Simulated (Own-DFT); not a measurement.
## Calculated data, Al3GaN4 (wurtzite random alloy, strained, atoms displaced), In3GaP4 (zincblende random alloy, atoms displaced)

Computed with Own-DFT development build. A calculation, not a measurement: plane-wave PBE density functional theory by an unreviewed code, no spin, of a simulated periodic cell, stress positive in tension, free energy of the whole cell less one offset for each atom, forces on such cells passed a denser k mesh, this cell's mesh not checked; offsets are fitted by least squares, one for each functional and potential file, so energies compare only between cells with the same atoms and settings and are not formation energies; the far tail of each file's local potential was reset to the Coulomb form; each entry is a single point on an unrelaxed cell, so the pressure reflects the starting lattice, mostly measured values, from which strain is counted, and rises with the displacements; printed positions are rounded, which can move forces by about a meV/angstrom; the program is a retired in-house code; no spin-orbit coupling.

Settings shared by all entries: functional PBE; potential files PseudoDojo norm-conserving, scalar-relativistic, standard set; wave cutoff 42 hartree; occupations Fermi-Dirac; smearing width 0.1 eV.

```json
{"entry": 1, "formula": "Al3GaN4", "kind": "wurtzite random alloy, strained, atoms displaced", "structure": {"cell_angstrom": [[9.4877, 0.0, 0.0], [-4.7438, 8.2166, 0.0], [0.0, 0.0, 10.0655]], "atoms_fractional": [["Ga", 0.10311, 0.21037, 0.99857], ["Al", 0.2255, 0.1142, 0.24964], ["N", 0.10627, 0.22016, 0.20026], ["N", 0.22547, 0.1134, 0.44553], ["Ga", 0.10517, 0.22672, 0.49038], ["Al", 0.22384, 0.10792, 0.74989], ["N", 0.11916, 0.2253, 0.68617], ["N", 0.22256, 0.12087, 0.94011], ["Al", 0.11893, 0.56588, 0.00014], ["Al", 0.21414, 0.44043, 0.24985], ["N", 0.11715, 0.56494, 0.19465], ["N", 0.22084, 0.44529, 0.43514], ["Al", 0.11348, 0.56629, 0.5093], ["Al", 0.22514, 0.4505, 0.74778], ["N", 0.12196, 0.56403, 0.68704], ["N", 0.22015, 0.43758, 0.94459], ["Ga", 0.11479, 0.89228, 0.99317], ["Ga", 0.21924, 0.77123, 0.2516], ["N", 0.11612, 0.89285, 0.18793], ["N", 0.21644, 0.78021, 0.43807], ["Al", 0.12101, 0.88813, 0.49447], ["Al", 0.231, 0.77872, 0.74757], ["N", 0.1194, 0.89621, 0.68634], ["N", 0.21676, 0.77279, 0.93938], ["Al", 0.45053, 0.21726, 0.99983], ["Al", 0.5506, 0.10876, 0.25195], ["N", 0.43546, 0.21375, 0.19267], ["N", 0.55214, 0.1234, 0.42984], ["Al", 0.44652, 0.21559, 0.49588], ["Al", 0.56813, 0.12106, 0.7472], ["N", 0.44686, 0.21959, 0.6818], ["N", 0.55469, 0.10248, 0.93535], ["Al", 0.44077, 0.55706, 0.99599], ["Al", 0.55644, 0.43859, 0.26394], ["N", 0.4413, 0.55424, 0.1911], ["N", 0.56334, 0.44976, 0.44015], ["Al", 0.44944, 0.5545, 0.50599], ["Ga", 0.55618, 0.44322, 0.74174], ["N", 0.45988, 0.56674, 0.69237], ["N", 0.55862, 0.44497, 0.93762], ["Ga", 0.44466, 0.88102, 0.00081], ["Al", 0.56878, 0.76869, 0.25163], ["N", 0.4388, 0.88482, 0.18327], ["N", 0.55584, 0.76886, 0.43409], ["Al", 0.43555, 0.88219, 0.49256], ["Al", 0.55513, 0.77032, 0.75144], ["N", 0.4554, 0.89098, 0.69008], ["N", 0.55176, 0.77554, 0.94141], ["Al", 0.77152, 0.21943, 0.99664], ["Ga", 0.8923, 0.1136, 0.24675], ["N", 0.77555, 0.21883, 0.17908], ["N", 0.88813, 0.09815, 0.44677], ["Al", 0.77568, 0.21801, 0.50739], ["Al", 0.88438, 0.10503, 0.74511], ["N", 0.77036, 0.22397, 0.6856], ["N", 0.88287, 0.10527, 0.93316], ["Ga", 0.77621, 0.55413, 0.99912], ["Ga", 0.88525, 0.43239, 0.2442], ["N", 0.78308, 0.55371, 0.18891], ["N", 0.8881, 0.44644, 0.44293], ["Al", 0.7829, 0.56153, 0.50085], ["Al", 0.89476, 0.44537, 0.74159], ["N", 0.7836, 0.55852, 0.69106], ["N", 0.8887, 0.44661, 0.9435], ["Al", 0.7848, 0.89385, 0.00071], ["Al", 0.89766, 0.78354, 0.24948], ["N", 0.78496, 0.89822, 0.17905], ["N", 0.89917, 0.78766, 0.44014], ["Al", 0.78836, 0.90287, 0.50408], ["Al", 0.88748, 0.78506, 0.75135], ["N", 0.78224, 0.88841, 0.69312], ["N", 0.8986, 0.7766, 0.93243]]}, "settings": {"k_mesh": "4 x 4 x 3 centred on Gamma"}, "results": {"free_energy_of_cell_above_offsets [eV]": "-16.921", "pressure [GPa]": 2.63, "stress_xx [GPa]": 0.14, "stress_yy [GPa]": -2.0, "stress_zz [GPa]": -6.03, "stress_yz [GPa]": -0.45, "stress_xz [GPa]": 0.43, "stress_xy [GPa]": 0.29, "force_element": ["Ga", "Al", "N", "N", "Ga", "Al", "N", "N", "Al", "Al", "N", "N", "Al", "Al", "N", "N", "Ga", "Ga", "N", "N", "Al", "Al", "N", "N", "Al", "Al", "N", "N", "Al", "Al", "N", "N", "Al", "Al", "N", "N", "Al", "Ga", "N", "N", "Ga", "Al", "N", "N", "Al", "Al", "N", "N", "Al", "Ga", "N", "N", "Al", "Al", "N", "N", "Ga", "Ga", "N", "N", "Al", "Al", "N", "N", "Al", "Al", "N", "N", "Al", "Al", "N", "N"], "force_x [eV/angstrom]": [-0.992, -0.683, 1.714, 0.464, 2.244, -0.068, -1.244, 2.729, -0.538, 0.964, 0.312, -0.079, 0.242, 0.944, -0.34, -0.758, 0.218, -0.037, -0.883, 2.107, -2.691, -0.864, 0.146, 1.034, -1.13, 0.334, 1.343, 3.135, -2.261, -2.286, 0.111, -0.482, 1.116, -0.445, 0.792, -0.326, -0.516, 1.022, -2.168, -1.354, -1.08, -1.78, 1.632, -0.211, 1.456, 0.094, -0.555, 2.227, 0.863, -1.466, -0.781, -2.913, -0.384, 0.792, 2.657, -0.776, 0.077, 0.112, -1.626, 0.837, 0.054, -0.757, 0.614, 1.81, -0.233, -0.073, 0.436, -0.564, 0.183, 2.302, -1.397, -2.375], "force_y [eV/angstrom]": [1.575, -0.921, 0.845, -0.347, -0.105, 1.075, 0.237, -0.976, -2.208, 1.35, -3.325, 1.79, -1.46, -1.26, -0.771, 1.606, 0.181, 2.176, 0.347, -0.888, 1.858, 1.376, -1.41, 0.493, 0.832, -0.655, 1.421, -2.349, 1.718, -1.934, -0.589, 1.466, -1.02, 0.561, -0.75, -0.571, -0.157, -0.533, -1.644, -0.951, 0.562, 0.582, 0.8, 1.542, 0.777, 2.472, -0.091, -0.628, 0.446, -0.761, -1.134, 3.191, 0.684, 1.31, 0.459, 0.312, 0.434, 1.68, 0.696, -0.653, 0.294, 0.691, 0.668, -1.101, -1.268, -0.495, -2.033, -0.6, -4.789, -1.067, 0.192, 0.743], "force_z [eV/angstrom]": [0.681, 0.846, -1.033, -1.517, 1.419, -0.825, 1.139, -0.952, 0.552, -0.422, -1.767, 1.206, -3.008, 0.582, 1.275, -1.107, 0.824, -0.792, 0.537, 1.348, 1.252, 0.475, 0.401, -1.438, -0.037, -2.178, -0.602, 1.522, 0.661, 0.429, 0.895, -0.117, 1.083, -3.37, -0.164, 1.981, -1.501, 1.119, -0.885, 0.373, -0.597, -1.289, 2.907, 1.506, 0.417, 0.406, -0.862, -0.927, -0.936, 0.738, 1.194, -1.328, -2.644, 0.23, 0.91, 0.067, -0.163, 0.783, 1.448, 0.878, -0.228, 1.468, -0.678, -1.466, -1.851, -0.281, 1.872, -0.033, 0.336, -0.958, -0.615, 0.807]}}
{"entry": 2, "formula": "Al3GaN4", "kind": "wurtzite random alloy, strained, atoms displaced", "structure": {"cell_angstrom": [[9.4877, 0.0, 0.0], [-4.7438, 8.2166, 0.0], [0.0, 0.0, 10.0655]], "atoms_fractional": [["Al", 0.11354, 0.21901, 0.00136], ["Al", 0.21857, 0.11177, 0.24658], ["N", 0.11084, 0.22183, 0.19162], ["N", 0.21384, 0.09803, 0.43724], ["Al", 0.1088, 0.21459, 0.49161], ["Ga", 0.2251, 0.1095, 0.74428], ["N", 0.10958, 0.22083, 0.68641], ["N", 0.21454, 0.10648, 0.95162], ["Al", 0.11414, 0.56533, 0.9983], ["Al", 0.22316, 0.45233, 0.25091], ["N", 0.10449, 0.55635, 0.17563], ["N", 0.2306, 0.44654, 0.44328], ["Al", 0.10315, 0.54436, 0.49797], ["Ga", 0.2221, 0.43668, 0.74122], ["N", 0.12238, 0.56491, 0.68987], ["N", 0.21173, 0.43171, 0.9364], ["Ga", 0.11094, 0.88451, 0.00314], ["Al", 0.22166, 0.76808, 0.24761], ["N", 0.09873, 0.88322, 0.19319], ["N", 0.21448, 0.76648, 0.43693], ["Al", 0.12056, 0.89403, 0.5111], ["Al", 0.21775, 0.77713, 0.74923], ["N", 0.10627, 0.87495, 0.6949], ["N", 0.22542, 0.78738, 0.94021], ["Al", 0.43392, 0.22108, 0.0024], ["Al", 0.55369, 0.10878, 0.24424], ["N", 0.4417, 0.21752, 0.20156], ["N", 0.556, 0.10454, 0.43533], ["Al", 0.43841, 0.21128, 0.50148], ["Al", 0.56416, 0.11753, 0.75289], ["N", 0.44763, 0.22571, 0.68662], ["N", 0.55928, 0.10702, 0.93565], ["Al", 0.43796, 0.5588, 0.00588], ["Al", 0.55123, 0.45389, 0.25124], ["N", 0.43312, 0.55241, 0.19327], ["N", 0.54092, 0.43149, 0.43905], ["Al", 0.44124, 0.54751, 0.51146], ["Al", 0.55985, 0.44813, 0.73959], ["N", 0.44384, 0.54858, 0.68663], ["N", 0.56036, 0.44773, 0.94371], ["Al", 0.43249, 0.875, 0.00862], ["Al", 0.5635, 0.78165, 0.24529], ["N", 0.45406, 0.89595, 0.18716], ["N", 0.55849, 0.7815, 0.4434], ["Ga", 0.44377, 0.88569, 0.49997], ["Ga", 0.56041, 0.78332, 0.74985], ["N", 0.42678, 0.88371, 0.69862], ["N", 0.55848, 0.78038, 0.93686], ["Ga", 0.784, 0.22665, 0.99559], ["Al", 0.89888, 0.11518, 0.25377], ["N", 0.777, 0.23255, 0.19041], ["N", 0.88796, 0.10207, 0.43106], ["Ga", 0.7809, 0.22436, 0.50296], ["Al", 0.89241, 0.11342, 0.74978], ["N", 0.77402, 0.22102, 0.69498], ["N", 0.89074, 0.11575, 0.94755], ["Al", 0.77371, 0.55203, 0.00595], ["Al", 0.89116, 0.44011, 0.24726], ["N", 0.77071, 0.55653, 0.18576], ["N", 0.8855, 0.43439, 0.44001], ["Al", 0.78567, 0.56439, 0.49521], ["Al", 0.88225, 0.4252, 0.74933], ["N", 0.77728, 0.55713, 0.69135], ["N", 0.88159, 0.4364, 0.94543], ["Al", 0.77995, 0.8897, 0.99631], ["Ga", 0.88584, 0.78001, 0.25559], ["N", 0.77352, 0.88461, 0.18966], ["N", 0.89868, 0.78714, 0.43969], ["Ga", 0.77573, 0.88932, 0.50558], ["Al", 0.88663, 0.77562, 0.75463], ["N", 0.77212, 0.88913, 0.69973], ["N", 0.88993, 0.78033, 0.94879]]}, "settings": {"k_mesh": "4 x 4 x 3 centred on Gamma"}, "results": {"free_energy_of_cell_above_offsets [eV]": "-16.950", "pressure [GPa]": 2.42, "stress_xx [GPa]": -0.88, "stress_yy [GPa]": -1.28, "stress_zz [GPa]": -5.1, "stress_yz [GPa]": 0.47, "stress_xz [GPa]": 0.57, "stress_xy [GPa]": -1.19, "force_element": ["Al", "Al", "N", "N", "Al", "Ga", "N", "N", "Al", "Al", "N", "N", "Al", "Ga", "N", "N", "Ga", "Al", "N", "N", "Al", "Al", "N", "N", "Al", "Al", "N", "N", "Al", "Al", "N", "N", "Al", "Al", "N", "N", "Al", "Al", "N", "N", "Al", "Al", "N", "N", "Ga", "Ga", "N", "N", "Ga", "Al", "N", "N", "Ga", "Al", "N", "N", "Al", "Al", "N", "N", "Al", "Al", "N", "N", "Al", "Ga", "N", "N", "Ga", "Al", "N", "N"], "force_x [eV/angstrom]": [-1.415, 0.805, 0.112, 0.395, 0.219, -0.221, -0.544, 0.858, -0.248, -0.549, 1.191, -1.655, 0.892, -0.483, -1.697, 0.381, -1.1, -1.16, 2.72, -0.357, -0.379, 0.621, -1.372, 0.964, 2.014, 0.497, -0.829, -0.824, 0.369, -1.98, 0.782, -1.797, 0.98, 1.085, 0.648, 1.096, 0.436, -0.097, 0.57, -1.559, 1.483, -1.085, -0.771, 0.311, -0.721, -2.622, 2.13, -0.655, -1.205, -1.99, 1.138, 0.228, -0.418, -0.168, 1.524, 1.822, 0.194, -1.653, 0.527, -0.159, -0.682, -0.154, 0.999, 0.439, -0.4, -0.009, -0.218, 0.19, 0.51, -0.006, 2.66, -0.612], "force_y [eV/angstrom]": [0.312, -1.071, 1.027, 1.325, 0.443, -0.28, -1.735, 0.979, -1.759, -1.279, -0.116, -1.029, 1.282, 1.423, -2.119, 1.896, 0.31, 1.667, 1.031, 0.056, -1.844, -0.749, 1.294, -2.115, 0.383, 1.181, 0.788, 0.896, 0.456, -1.913, -0.243, -0.313, -0.806, -1.746, 1.423, 1.466, 1.071, -0.468, 0.791, -0.629, 2.401, -0.27, -1.98, -2.11, -0.323, -1.438, 1.897, -0.828, -1.716, -0.77, -1.961, 1.674, -2.051, -0.326, -1.322, -1.367, 0.315, 0.96, -0.835, 2.512, -1.024, 4.272, -0.219, 3.659, 0.275, -0.642, 1.651, -1.166, -0.457, -0.311, 1.393, -1.179], "force_z [eV/angstrom]": [0.276, 0.367, 0.281, 0.825, 0.254, 1.403, -1.191, -1.535, -2.299, 0.086, 2.878, -0.619, 0.684, 1.315, -0.405, 1.124, 0.739, 0.351, 0.35, 0.015, -1.994, 1.025, -0.331, -0.33, 0.2, 0.633, -1.589, 0.463, -1.651, 0.138, 0.32, 1.19, -1.737, -0.024, -0.453, 0.614, -2.99, 1.863, 1.467, -0.601, -2.491, 1.25, 1.044, -0.924, 0.553, 0.088, -1.003, 2.229, 1.69, -2.377, 0.734, 2.11, -0.988, 1.183, -0.57, -1.72, -1.326, -0.21, 2.198, -0.66, 0.367, 1.207, -0.779, -1.914, 0.843, -1.207, -0.648, 2.383, -0.39, 0.565, -0.582, -1.77]}}
{"entry": 3, "formula": "In3GaP4", "kind": "zincblende random alloy, atoms displaced", "structure": {"cell_angstrom": [[11.5283, 0.0, 0.0], [0.0, 11.5283, 0.0], [0.0, 0.0, 11.5283]], "atoms_fractional": [["Ga", 0.00011, 0.00181, 0.99839], ["Ga", 0.00173, 0.24987, 0.25048], ["Ga", 0.25063, 0.00268, 0.25016], ["In", 0.25419, 0.24609, 0.00377], ["P", 0.12702, 0.12877, 0.12318], ["P", 0.12069, 0.37298, 0.37591], ["P", 0.37441, 0.12824, 0.37607], ["P", 0.37821, 0.37417, 0.12998], ["In", 0.00038, 0.99801, 0.49839], ["In", 0.99935, 0.24932, 0.74829], ["In", 0.2453, 0.99747, 0.74339], ["Ga", 0.25431, 0.2502, 0.49915], ["P", 0.12678, 0.12416, 0.62309], ["P", 0.12459, 0.37695, 0.88029], ["P", 0.37969, 0.12906, 0.87794], ["P", 0.3747, 0.3702, 0.62384], ["In", 0.00196, 0.4965, 0.00115], ["In", 0.00321, 0.75238, 0.25086], ["In", 0.25018, 0.49974, 0.25148], ["In", 0.25478, 0.74764, 0.00107], ["P", 0.12792, 0.62556, 0.13071], ["P", 0.12346, 0.87466, 0.37338], ["P", 0.37479, 0.62635, 0.37893], ["P", 0.37031, 0.87797, 0.12468], ["In", 0.99661, 0.49789, 0.4985], ["In", 0.00083, 0.74534, 0.74854], ["In", 0.25418, 0.5009, 0.74938], ["In", 0.25188, 0.74628, 0.50226], ["P", 0.11938, 0.62845, 0.62381], ["P", 0.12821, 0.87642, 0.87525], ["P", 0.37518, 0.62295, 0.87826], ["P", 0.37509, 0.87425, 0.62441], ["In", 0.49513, 0.99857, 0.00285], ["In", 0.49941, 0.25164, 0.25392], ["In", 0.74682, 0.99889, 0.2492], ["In", 0.74963, 0.2491, 0.9999], ["P", 0.62356, 0.12658, 0.12891], ["P", 0.62308, 0.37138, 0.37441], ["P", 0.87714, 0.12651, 0.37738], ["P", 0.8738, 0.3791, 0.12456], ["In", 0.50053, 0.00032, 0.49659], ["In", 0.50126, 0.24956, 0.75155], ["Ga", 0.7514, 0.0032, 0.75054], ["Ga", 0.74924, 0.24856, 0.50092], ["P", 0.62667, 0.12318, 0.63003], ["P", 0.62113, 0.37601, 0.87002], ["P", 0.87907, 0.12457, 0.87656], ["P", 0.87248, 0.37594, 0.63019], ["In", 0.5002, 0.49909, 0.00027], ["Ga", 0.49887, 0.74812, 0.24475], ["In", 0.74716, 0.50192, 0.2517], ["In", 0.75232, 0.75291, 0.00168], ["P", 0.62451, 0.62965, 0.12717], ["P", 0.62374, 0.8762, 0.37126], ["P", 0.87648, 0.62674, 0.37427], ["P", 0.87646, 0.8784, 0.12079], ["Ga", 0.50164, 0.5024, 0.49675], ["In", 0.50072, 0.74879, 0.74949], ["In", 0.74917, 0.49793, 0.75205], ["In", 0.75087, 0.75598, 0.49639], ["P", 0.63136, 0.62583, 0.6244], ["P", 0.62672, 0.87473, 0.87444], ["P", 0.87602, 0.62786, 0.87611], ["P", 0.8772, 0.87641, 0.63001]]}, "settings": {"k_mesh": "3 x 3 x 3 centred on Gamma"}, "results": {"free_energy_of_cell_above_offsets [eV]": "-31.914", "pressure [GPa]": 3.9, "stress_xx [GPa]": -3.88, "stress_yy [GPa]": -3.91, "stress_zz [GPa]": -3.91, "stress_yz [GPa]": -0.02, "stress_xz [GPa]": 0.5, "stress_xy [GPa]": 0.3, "force_element": ["Ga", "Ga", "Ga", "In", "P", "P", "P", "P", "In", "In", "In", "Ga", "P", "P", "P", "P", "In", "In", "In", "In", "P", "P", "P", "P", "In", "In", "In", "In", "P", "P", "P", "P", "In", "In", "In", "In", "P", "P", "P", "P", "In", "In", "Ga", "Ga", "P", "P", "P", "P", "In", "Ga", "In", "In", "P", "P", "P", "P", "Ga", "In", "In", "In", "P", "P", "P", "P"], "force_x [eV/angstrom]": [0.276, -0.26, -0.329, 0.018, -1.141, 0.601, -1.384, -0.297, -0.01, 0.506, 0.769, -0.565, 0.39, 0.648, -0.692, 0.163, -0.125, -0.508, 0.102, -0.777, -0.227, 1.452, 1.599, 0.227, -0.075, -0.138, -0.711, -0.442, 0.802, -0.965, 0.326, 0.254, 0.833, -0.01, 0.696, -0.125, -0.143, 0.505, -0.408, 0.433, -0.012, -0.181, 0.145, 0.11, 1.175, 0.48, -0.369, -0.458, 0.183, -0.221, 0.121, -0.143, -0.697, -0.906, -0.216, 0.925, 0.128, 0.118, 0.153, 0.165, -1.08, 0.35, -0.116, -0.919], "force_y [eV/angstrom]": [-0.133, 0.038, 0.001, 0.835, -1.231, -1.247, -0.349, 0.276, 0.169, 0.111, 0.438, -0.043, 1.106, -0.611, -0.804, 0.51, 0.924, -0.045, -0.262, 0.152, -0.041, 0.79, -0.338, -0.269, 0.009, 0.859, -0.172, 0.622, -1.026, 0.176, 0.198, 0.041, 0.186, -0.385, 0.413, 0.131, -0.065, 0.579, 1.134, -1.063, 0.041, -0.143, -0.302, 0.072, -0.034, -0.046, -1.216, -0.858, -0.039, 0.347, -0.081, -0.079, 0.288, -0.973, 0.089, 0.68, -0.193, -0.082, 0.577, -0.13, -0.577, 0.932, -0.599, 0.709], "force_z [eV/angstrom]": [0.054, -0.073, 0.133, -0.363, 1.129, -0.084, -0.024, -0.374, 0.267, 0.191, 0.762, 0.035, -0.914, -0.757, -0.63, -1.367, 0.238, -0.482, 0.355, 0.039, -0.712, -0.246, -0.631, 1.785, 0.308, 0.724, -0.159, -0.1, -0.214, 0.777, -0.457, -0.071, -0.247, -0.298, -0.041, -0.024, -0.44, 1.787, -0.403, 0.884, 0.419, -0.406, 0.228, 0.176, -0.572, 0.879, -0.063, -1.276, 0.365, 0.435, 0.151, -0.258, 0.238, -0.599, -0.051, -0.031, 0.351, -0.005, 0.164, 0.321, -0.814, -0.496, 0.227, 0.26]}}
{"entry": 4, "formula": "In3GaP4", "kind": "zincblende random alloy, atoms displaced", "structure": {"cell_angstrom": [[11.5283, 0.0, 0.0], [0.0, 11.5283, 0.0], [0.0, 0.0, 11.5283]], "atoms_fractional": [["In", 0.99626, 0.00036, 0.00363], ["In", 0.00649, 0.25051, 0.24609], ["In", 0.25127, 0.9998, 0.25168], ["Ga", 0.24976, 0.24754, 0.00285], ["P", 0.1228, 0.12392, 0.12396], ["P", 0.1242, 0.37424, 0.37536], ["P", 0.37074, 0.12236, 0.37313], ["P", 0.37847, 0.3756, 0.12074], ["In", 0.99886, 0.99695, 0.49776], ["Ga", 0.99618, 0.25064, 0.74925], ["Ga", 0.2471, 0.0006, 0.75281], ["In", 0.25096, 0.24898, 0.50286], ["P", 0.12527, 0.1273, 0.62416], ["P", 0.12338, 0.37051, 0.87407], ["P", 0.37675, 0.12296, 0.87638], ["P", 0.37666, 0.37104, 0.62747], ["In", 0.99965, 0.49473, 0.00162], ["In", 0.00045, 0.7533, 0.24913], ["In", 0.2521, 0.49745, 0.24631], ["In", 0.24898, 0.75222, 0.99777], ["P", 0.12493, 0.622, 0.12945], ["P", 0.12619, 0.87522, 0.37168], ["P", 0.37584, 0.62812, 0.3759], ["P", 0.37425, 0.8754, 0.125], ["Ga", 4e-05, 0.49994, 0.50493], ["In", 0.00379, 0.749, 0.75071], ["Ga", 0.25168, 0.49754, 0.74982], ["In", 0.25149, 0.75336, 0.49679], ["P", 0.12372, 0.62596, 0.62088], ["P", 0.12464, 0.871, 0.87451], ["P", 0.37181, 0.62662, 0.87253], ["P", 0.37992, 0.87231, 0.62395], ["In", 0.50428, 0.00334, 0.99858], ["In", 0.49924, 0.25319, 0.25125], ["In", 0.75751, 0.00195, 0.25058], ["In", 0.74885, 0.25367, 0.99863], ["P", 0.62408, 0.12195, 0.1197], ["P", 0.6285, 0.37557, 0.37803], ["P", 0.87718, 0.12318, 0.37463], ["P", 0.87968, 0.37532, 0.12566], ["Ga", 0.50206, 0.0063, 0.49802], ["In", 0.50525, 0.25267, 0.75159], ["In", 0.74657, 0.00037, 0.75272], ["Ga", 0.75024, 0.2549, 0.49565], ["P", 0.62688, 0.12667, 0.62315], ["P", 0.6257, 0.37612, 0.87369], ["P", 0.87556, 0.11874, 0.87914], ["P", 0.87682, 0.37895, 0.62306], ["In", 0.5038, 0.5002, 0.00275], ["In", 0.49868, 0.74471, 0.24985], ["In", 0.75027, 0.50052, 0.2477], ["In", 0.75286, 0.74908, 0.00303], ["P", 0.62298, 0.62619, 0.12702], ["P", 0.62685, 0.87399, 0.37699], ["P", 0.87323, 0.62584, 0.37284], ["P", 0.87528, 0.86786, 0.12977], ["Ga", 0.5019, 0.49874, 0.49905], ["In", 0.50249, 0.75109, 0.74817], ["In", 0.7514, 0.49761, 0.74813], ["In", 0.74983, 0.7506, 0.5007], ["P", 0.62783, 0.62571, 0.62466], ["P", 0.62315, 0.87169, 0.87575], ["P", 0.87349, 0.62325, 0.87572], ["P", 0.87676, 0.87238, 0.62592]]}, "settings": {"k_mesh": "3 x 3 x 3 centred on Gamma"}, "results": {"free_energy_of_cell_above_offsets [eV]": "-31.388", "pressure [GPa]": 4.03, "stress_xx [GPa]": -4.03, "stress_yy [GPa]": -3.96, "stress_zz [GPa]": -4.09, "stress_yz [GPa]": -0.21, "stress_xz [GPa]": -0.5, "stress_xy [GPa]": 0.0, "force_element": ["In", "In", "In", "Ga", "P", "P", "P", "P", "In", "Ga", "Ga", "In", "P", "P", "P", "P", "In", "In", "In", "In", "P", "P", "P", "P", "Ga", "In", "Ga", "In", "P", "P", "P", "P", "In", "In", "In", "In", "P", "P", "P", "P", "Ga", "In", "In", "Ga", "P", "P", "P", "P", "In", "In", "In", "In", "P", "P", "P", "P", "Ga", "In", "In", "In", "P", "P", "P", "P"], "force_x [eV/angstrom]": [0.458, -0.571, -0.235, 0.063, 1.319, -0.278, 1.337, -1.008, 0.267, 0.241, 0.252, -0.029, -0.468, 0.841, -1.509, 0.049, 0.418, 0.419, 0.101, 0.044, -0.055, -0.146, 0.441, 0.368, 0.078, -0.502, -0.189, -0.094, 0.403, 0.371, -0.105, -0.459, -0.727, 0.222, -1.03, 0.38, 0.664, -0.33, -0.39, -0.85, -0.071, -0.49, 0.311, 0.321, 0.077, 0.17, 0.143, 0.557, -0.381, 0.049, 0.175, -0.392, 0.467, -0.894, 0.929, -0.139, -0.161, -0.209, -0.137, 0.244, -0.885, 0.396, 0.371, -0.211], "force_y [eV/angstrom]": [-0.832, -0.036, -0.161, -0.048, 0.383, 0.836, 0.064, -0.967, 0.109, -0.309, -0.077, 0.225, -0.527, -0.49, 0.399, 1.778, 0.712, -0.971, 0.053, -0.481, 0.39, 0.084, -1.61, -0.004, 0.217, -0.332, 0.077, -0.1, -1.47, 1.564, -1.031, 2.048, -0.88, -0.576, -0.263, -0.327, 0.753, 0.064, 1.522, -0.412, -0.506, -0.592, -0.323, -0.469, 0.191, 0.294, 1.526, -1.264, 0.415, 1.048, -0.097, -0.13, -0.165, 1.041, -0.664, 0.947, 0.236, -0.531, 0.388, -0.075, -0.995, 0.085, -0.026, 0.296], "force_z [eV/angstrom]": [-0.102, 0.64, -0.655, -0.423, -0.62, 0.863, 0.969, -0.356, 0.491, 0.024, -0.248, -0.311, 1.526, -0.605, -0.305, -0.244, -0.423, 0.528, 0.65, 0.576, -0.714, 0.262, 0.592, -0.144, -0.679, -0.117, -0.11, 0.377, 0.177, -0.355, -0.45, -0.124, -0.048, -0.009, -0.118, 0.2, 1.125, 0.788, 0.589, 0.188, 0.002, -0.084, -0.389, 0.347, -1.302, 0.233, -1.128, -0.635, -0.831, 0.209, 0.136, -0.394, -0.271, 0.037, 0.903, -0.613, 0.336, 0.082, 0.073, -0.044, -0.6, 0.269, 0.007, 0.249]}}
```
